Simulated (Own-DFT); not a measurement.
# Point defects and the pressure they add: zincblende GaAs

Source: density functional calculations with Own-DFT, an unreviewed in-house program that is no longer used. Nothing was measured or relaxed, and spin and spin-orbit coupling are left out.

Settings: PBE; PseudoDojo norm-conserving scalar-relativistic files; cutoff 42 hartree; 3 x 3 x 3 k mesh centred on Gamma; Fermi-Dirac smearing of 0.1 eV.

Limits (not all hold for every row): not probed for a lower state with spin; forces on such cells failed a check on a denser k mesh; forces not confirmed at this smearing and k mesh; forces on such cells passed a denser k mesh, each cell not checked; stress not checked against mesh or cutoff.

All runs share one cell, with vectors in Å (11.307, 0.000, 0.000); (0.000, 11.307, 0.000); (0.000, 0.000, 11.307) and a volume of 1445.4 Å³. Atoms were moved at random from their sites; u is the rms move along one axis. The defect's site can differ from row to row.

| cell | formula | u (Å) | P (GPa) |
|---|---|---|---|
| no defect | As32Ga32 | 0.0205 | 3.52 |
| no defect | As32Ga32 | 0.0500 | 4.06 |
| no defect | As32Ga32 | 0.0501 | 3.95 |
| one Al on a Ga site | AlAs32Ga31 | 0.0465 | 3.86 |
| one Al on a Ga site | AlAs32Ga31 | 0.0471 | 3.99 |
| one Al on a Ga site | AlAs32Ga31 | 0.0472 | 3.84 |
| one As on a Ga site | As33Ga31 | 0.0298 | 4.31 |
| one As on a Ga site | As33Ga31 | 0.0314 | 4.25 |
| one As on a Ga site | As33Ga31 | 0.0498 | 4.62 |
| one As on a Ga site | As33Ga31 | 0.0503 | ? |
| one P on an As site | As31Ga32P | 0.0284 | 3.33 |
| one P on an As site | As31Ga32P | 0.0301 | 3.37 |
| one P on an As site | As31Ga32P | 0.0301 | 3.34 |
| one As on a Ga site and one Ga on an As site | As32Ga32 | 0.0284 | 3.91 |
| one As on a Ga site and one Ga on an As site | As32Ga32 | 0.0289 | 3.96 |
| one As on a Ga site and one Ga on an As site | As32Ga32 | 0.0513 | 4.28 |

## What the rows give

P = P0 + c u² + a shift for each defect gives P0 = 3.45 GPa, c = 216 ± 21 GPa/Å² and a scatter of 0.05 GPa. The shifts, and each times the cell's volume:

- one As on a Ga site: 0.63 ± 0.04 GPa, 5.7 eV
- one As on a Ga site and one Ga on an As site: 0.29 ± 0.04 GPa, 2.6 eV
- one Al on a Ga site: -0.03 ± 0.04 GPa, -0.3 eV (not resolved)
- one P on an As site: -0.29 ± 0.05 GPa, -2.6 eV

A positive shift means that the defect pushes the cell outwards. Shift times volume (160.2 GPa Å³ is 1 eV) depends little on the cell's size, so, taken for each site, it can be compared between cells at like pressure. The atoms around the defects weren't relaxed, which would change these numbers.

## Test on the hidden row

The question: what pressure belongs in the blank (one As on a Ga site, u = 0.0503 Å)?

From the fit: 4.63 ± 0.07 GPa. The calculation gave 4.66 GPa.
